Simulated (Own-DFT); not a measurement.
# What random displacements cost in beta-Si3N4, 42 atoms (N24Si18)

These are calculations, not measurements. The program, named Own-DFT, is a retired in-house plane-wave density functional code that no person has reviewed. Each row is one single-point run on a periodic cell that was not relaxed, without spin or spin-orbit coupling.

Settings of every run: PBE; PseudoDojo norm-conserving scalar-relativistic files; cutoff 42 hartree; 3 x 3 x 3 k mesh centred on Gamma; Fermi-Dirac smearing of 0.1 eV.

Known limits, some of them of some rows only: some atoms lie very close together; forces on such cells passed a denser k mesh, each cell not checked; stress not checked against mesh or cutoff.

Cell vectors in Å: (7.606, 0.000, 0.000); (-3.803, 6.587, 0.000); (0.000, 0.000, 8.727). In each run every atom was moved at random and independently from its ideal site; u is the rms move along one axis. E is the free energy for each atom above the fitted value at u = 0, and F the rms of the force components.

```
run,u (Å),E (meV/atom),F (eV/Å),largest force (eV/Å),P (GPa)
1,0.0208,19.9,0.904,2.94,5.62
2,0.0223,24.6,1.027,3.56,5.71
3,0.0229,21.1,0.900,2.99,5.67
4,0.0434,85.4,1.782,7.18,7.42
5,0.0500,?,?,?,?
6,0.0508,113.4,1.924,6.25,7.65
7,0.0958,397.1,3.927,14.29,15.16
8,0.1053,528.7,5.191,27.81,18.77
9,0.1452,1060.6,8.339,43.18,35.28
```

## Worked fit

For small independent moves the energy grows as E = (3/2) K u², with K the mean stiffness felt by one atom. The runs with u up to 0.11 Å give K = 30.1 ± 0.9 eV/Å², with residuals divided by u² + 0.0006 Å², since the noise grows with the moves. The scatter is 6.1 meV/atom at u = 0.05 Å. The forces follow F = G u with G = 42.8 eV/Å²; no force at u = 0 is resolved. G exceeds K because the moves of its neighbours add to the force on an atom, and stiffness differs between atoms. At u = 0.145 Å the parabola gives 952 meV/atom and the run 1061. The pressure follows P = 5.00 + 1186 u² GPa: at fixed volume, shortened bonds push harder than stretched ones pull.

## Withheld run

Question: what energy and rms force should run 5 give?

The fit gives 113 ± 7 meV/atom and about 2.14 eV/Å. The calculation gave 136.8 meV/atom and 2.295 eV/Å. This run lies off the fit, by chance or by something that the fit leaves out.
